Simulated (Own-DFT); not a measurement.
# Two functionals across a range of volumes: C11b WSi2, 30 atoms (Si20W10)

Source: density functional calculations with Own-DFT, an unreviewed in-house program that is no longer used. Nothing was measured or relaxed, and spin and spin-orbit coupling are left out.

Caveats: forces on such cells failed a check on a denser k mesh; stress not checked against mesh or cutoff.

Each geometry was run with PBE and with PBEsol, otherwise alike: PseudoDojo norm-conserving scalar-relativistic files made for PBE; cutoff 50 hartree; 5 x 5 x 5 k mesh centred on Gamma; cold (Marzari-Vanderbilt) smearing of 0.2 eV. Unstrained cell vectors in Å: (-2.148, -5.953, 3.409); (-6.444, 2.976, 1.136); (-2.553, -2.948, -6.757). Each has a uniform strain, of which the change of volume is shown, and random moves of rms u per axis.

```
run  volume change (%)   u (Å)  P with PBE (GPa)  P with PBEsol (GPa)
  1              -1.06  0.0462              8.45                 4.30
  2              -0.31  0.0508              7.88                 3.79
  3               1.49  0.0499              3.12                -0.88
  4              -2.22  0.0508             12.61                 8.41
  5               0.86  0.0492              3.78                -0.27
  6              -0.73  0.0517              8.76                 4.63
  7               2.96  0.0482             -1.02                -4.95
  8              -0.59  0.0485              8.11                 4.00
  9              -1.97  0.0454             11.41                 7.20
 10              -2.46  0.0556             12.26                 8.04
 11               0.17  0.0488              6.30                    ?
```

The question: by how much does PBEsol shrink this cell, and what belongs in the blank?

## Worked answer

Write v for the change of volume as a fraction. Fitted to v and u², the PBE pressure has a slope of -250 ± 10 GPa in v, with the ions held to the strained lattice. The difference PBEsol less PBE is -4.09 + 5.4 v GPa (slope ± 0.2) and averages -4.11 GPa. Divided by the mean slope of the two, 247 GPa, that makes PBEsol's volume at a given pressure, near 5 GPa, about 1.7 % smaller, or 0.55 % in lengths. At one volume PBEsol's slope is the smaller by 5 GPa, but its pressure there is lower too. If stiffness rises by about 4 GPa for each GPa, PBEsol at equal pressure is stiffer by about 11 GPa. Files made for PBEsol would give a different shift.

For run 11 the line gives 2.22 GPa. Computed: 2.20 GPa.
